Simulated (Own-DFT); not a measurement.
# Response to strain: diamond-structure SiGeSn with randomly placed atoms, 64 atoms (Ge40Si16Sn8)

Calculated results; nothing here was measured. They come from Own-DFT, an in-house plane-wave density functional program, since retired, whose code no person has reviewed. Each row is one single-point run on a periodic cell that was not relaxed, without spin or spin-orbit coupling.

Settings of every run: PBE; PseudoDojo norm-conserving scalar-relativistic files; cutoff 49 hartree; 3 x 3 x 3 k mesh centred on Gamma; Fermi-Dirac smearing of 0.1 eV.

Known limits: forces on such cells moved up to 12 meV/angstrom on a denser k mesh; stress not checked against mesh or cutoff.

Unstrained cell vectors in Å: (11.410, 0.000, 0.000); (0.000, 11.410, 0.000); (0.000, 0.000, 11.410). The unstrained cell has measured lattice constants (interpolated for alloys), not those of this functional. That, the random moves and any unrelaxed bonds set the pressure at no strain. Each run strains this cell uniformly, with the atoms carried along. Every atom was also moved at random, by a Gaussian of width 0.05 Å on each axis. The random placing of the alloy's atoms differs from row to row. Strain is the symmetric tensor, in per cent. Stress is positive in tension, and the pressure is minus a third of its trace.

| run | e_xx (%) | e_yy (%) | e_zz (%) | s_xx (GPa) | s_yy (GPa) | s_zz (GPa) | P (GPa) | E (meV/atom) |
|---|---|---|---|---|---|---|---|---|
| 1 | 1.00 | 1.00 | 0.00 | -3.13 | -3.11 | -3.70 | 3.31 | 21.9 |
| 2 | 2.25 | 2.25 | 0.00 | -1.07 | -0.90 | -2.33 | 1.43 | 0.0 |
| 3 | -0.75 | -0.75 | 0.00 | -6.02 | -6.11 | -5.34 | 5.82 | 19.4 |
| 4 | 1.25 | 1.25 | 0.00 | -3.05 | -2.80 | -3.58 | 3.14 | 30.4 |
| 5 | 0.25 | 0.25 | 0.00 | -4.45 | -4.41 | -4.38 | 4.42 | 26.8 |
| 6 | 2.75 | 2.75 | 0.00 | -0.44 | -0.38 | -2.06 | 0.96 | 11.4 |
| 7 | -2.50 | -2.50 | 0.00 | -9.68 | -9.60 | -7.90 | 9.06 | 65.2 |
| 8 | 2.50 | 2.50 | 0.00 | -0.74 | -0.96 | -2.33 | 1.34 | 13.6 |
| 9 | -1.50 | -1.50 | 0.00 | ? | ? | ? | ? | ? |

E is the free energy for each atom above the lowest run shown.

## Worked fit

The change of volume is close to e_xx + e_yy + e_zz. A straight line through the runs shown gives P = 4.99 - 76 x (fractional change of volume) GPa, with an error of 3 on the slope and a scatter of 0.24 GPa. The strain isn't the same on all axes, but the crystal is cubic, so the slope still estimates the bulk modulus, averaged over pressures from 1.0 to 9.1 GPa.

## Withheld run

Question: what pressure should run 9 give? Its volume changes by -2.98 %.

The line gives 7.2 GPa. The calculation gave 7.29 GPa.
